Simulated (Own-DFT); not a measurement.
# How strain changes the stress of 4H SiC, 72 atoms (C36Si36)

These are calculations, not measurements. The program, named Own-DFT, is a retired in-house plane-wave density functional code that no person has reviewed. Each row is one single-point run on a periodic cell that was not relaxed, without spin or spin-orbit coupling.

Settings of every run: PBE; PseudoDojo norm-conserving scalar-relativistic files; cutoff 42 hartree; 4 x 4 x 3 k mesh centred on Gamma; Fermi-Dirac smearing of 0.1 eV.

Known limits: forces on such cells passed a denser k mesh, each cell not checked; stress not checked against mesh or cutoff.

Unstrained cell vectors in Å: (9.248, 0.000, 0.000); (-4.624, 8.009, 0.000); (0.000, 0.000, 10.068). The unstrained cell has measured lattice constants (interpolated for alloys), not those of this functional. That, the random moves and any unrelaxed bonds set the pressure at no strain. Each run strains this cell uniformly, with the atoms carried along. Every atom was also moved at random, by a Gaussian of width 0.05 Å on each axis. Strain is the symmetric tensor, in per cent. Stress is positive in tension, and the pressure is minus a third of its trace.

| run | e_xx (%) | e_yy (%) | e_zz (%) | e_yz (%) | e_xz (%) | e_xy (%) | s_xx (GPa) | s_yy (GPa) | s_zz (GPa) | s_yz (GPa) | s_xz (GPa) | s_xy (GPa) | P (GPa) | E (meV/atom) |
|---|---|---|---|---|---|---|---|---|---|---|---|---|---|---|
| 1 | -1.11 | -1.99 | -0.75 | 0.18 | 0.07 | 0.29 | -13.57 | -19.85 | -11.73 | -0.84 | 0.66 | 1.44 | 15.05 | 45.8 |
| 2 | -1.80 | 1.03 | 0.79 | 0.56 | 0.18 | -0.05 | -15.59 | 0.29 | -2.16 | 0.87 | 0.72 | -0.23 | 5.82 | 40.3 |
| 3 | 0.87 | 0.31 | 0.79 | 0.01 | 1.77 | -0.77 | -1.36 | -1.95 | 0.21 | -0.05 | 5.74 | -5.16 | 1.03 | 11.6 |
| 4 | -1.71 | 0.65 | -0.60 | 1.85 | 0.24 | 0.71 | -14.79 | -4.44 | -12.10 | 8.54 | 1.54 | 2.32 | 10.44 | 58.3 |
| 5 | 0.54 | 1.92 | 0.84 | -1.65 | -1.07 | -0.11 | -1.52 | 5.60 | -0.51 | -4.90 | -4.14 | -0.74 | -1.19 | 21.0 |
| 6 | 1.02 | 0.30 | -1.23 | -0.48 | -1.39 | -1.55 | 0.64 | -3.50 | -14.01 | -2.38 | -4.96 | -8.01 | 5.62 | 22.2 |
| 7 | 0.70 | 0.87 | -1.64 | 0.83 | 0.43 | -1.03 | 0.37 | -0.84 | -19.00 | 2.67 | 0.69 | -4.64 | 6.49 | 39.5 |
| 8 | -1.15 | 0.75 | -0.33 | 0.51 | -1.53 | -1.88 | -11.38 | -2.72 | -8.23 | 1.99 | -4.31 | -8.50 | 7.44 | 34.8 |
| 9 | -0.75 | 1.84 | -0.15 | -0.24 | 0.00 | 0.78 | -5.93 | 4.03 | -7.84 | -0.92 | -0.53 | 3.77 | 3.25 | 14.3 |
| 10 | 1.70 | 0.20 | 0.38 | -1.62 | 0.67 | 1.53 | 3.73 | -1.59 | -4.90 | -5.23 | 0.98 | 6.85 | 0.92 | 29.5 |
| 11 | -1.54 | 0.86 | -0.50 | 0.80 | -0.35 | -0.19 | -12.41 | -1.64 | -10.35 | 2.20 | -1.66 | -1.81 | 8.13 | 26.2 |
| 12 | -0.12 | 1.36 | 1.08 | 0.45 | -1.64 | 0.79 | -4.35 | 3.51 | 0.81 | 1.43 | -5.88 | 3.04 | 0.01 | 2.0 |
| 13 | -0.94 | 0.16 | -0.27 | -1.20 | 0.42 | 1.92 | -9.23 | -6.39 | -7.56 | -3.66 | 1.06 | 9.14 | 7.73 | 22.3 |
| 14 | 0.42 | 0.27 | 0.94 | -1.57 | -0.24 | -0.83 | -3.07 | -2.43 | 0.56 | -4.42 | -0.29 | -4.23 | 1.65 | 8.8 |
| 15 | -0.36 | -1.59 | 0.19 | 0.78 | -1.75 | 0.93 | -8.47 | -12.94 | -6.02 | 3.20 | -5.78 | 5.39 | 9.14 | 12.8 |
| 16 | 1.11 | -0.62 | 0.93 | -0.69 | 1.54 | 0.51 | 0.73 | -5.46 | -0.40 | -1.38 | 5.83 | 2.09 | 1.71 | 0.0 |
| 17 | -1.03 | 1.48 | 0.70 | 1.76 | -0.81 | -1.22 | ? | ? | ? | ? | ? | ? | ? | ? |

E is the free energy for each atom above the lowest run shown.

## Worked fit

Each stress component was fitted by least squares to a constant and the strains of the runs shown, as fractions, with shears doubled. Shear strains stay in the fit of a normal stress only where such slopes are resolved. The slopes, in GPa:

| stress | at no strain | per e_xx | per e_yy | per e_zz | scatter |
|---|---|---|---|---|---|
| s_xx | -5.3 | 556 ± 21 | 102 ± 22 | -43 ± 29 | 0.90 |
| s_yy | -5.1 | 113 ± 21 | 553 ± 22 | 111 ± 29 | 0.91 |
| s_zz | -6.6 | 17 ± 21 | -1 ± 22 | 699 ± 29 | 0.91 |

Each shear stress against twice its own strain: yz 181 ± 18, xz 170 ± 6, xy 240 ± 9 GPa. These are stiffnesses along x, y and z of the frame in which the cell vectors are given, which need not be the crystal's axes. The atoms are held to the strained lattice; where symmetry lets them move under strain, relaxing them would lower some slopes. The table should be nearly symmetric about its diagonal, and what it lacks of that shows the noise. A ninth of its sum, 234 ± 7 GPa, estimates the bulk modulus near the mean pressure of these runs, 5.2 GPa, so it lies above the value at zero pressure.

## Withheld run

Question: what normal stresses and pressure should run 17 give?

The fit gives s_xx = -9.8, s_yy = 2.7, s_zz = -1.9 and P = 3.0 GPa. The calculation gave -8.83, 2.01, -2.77 and P = 3.20 GPa.
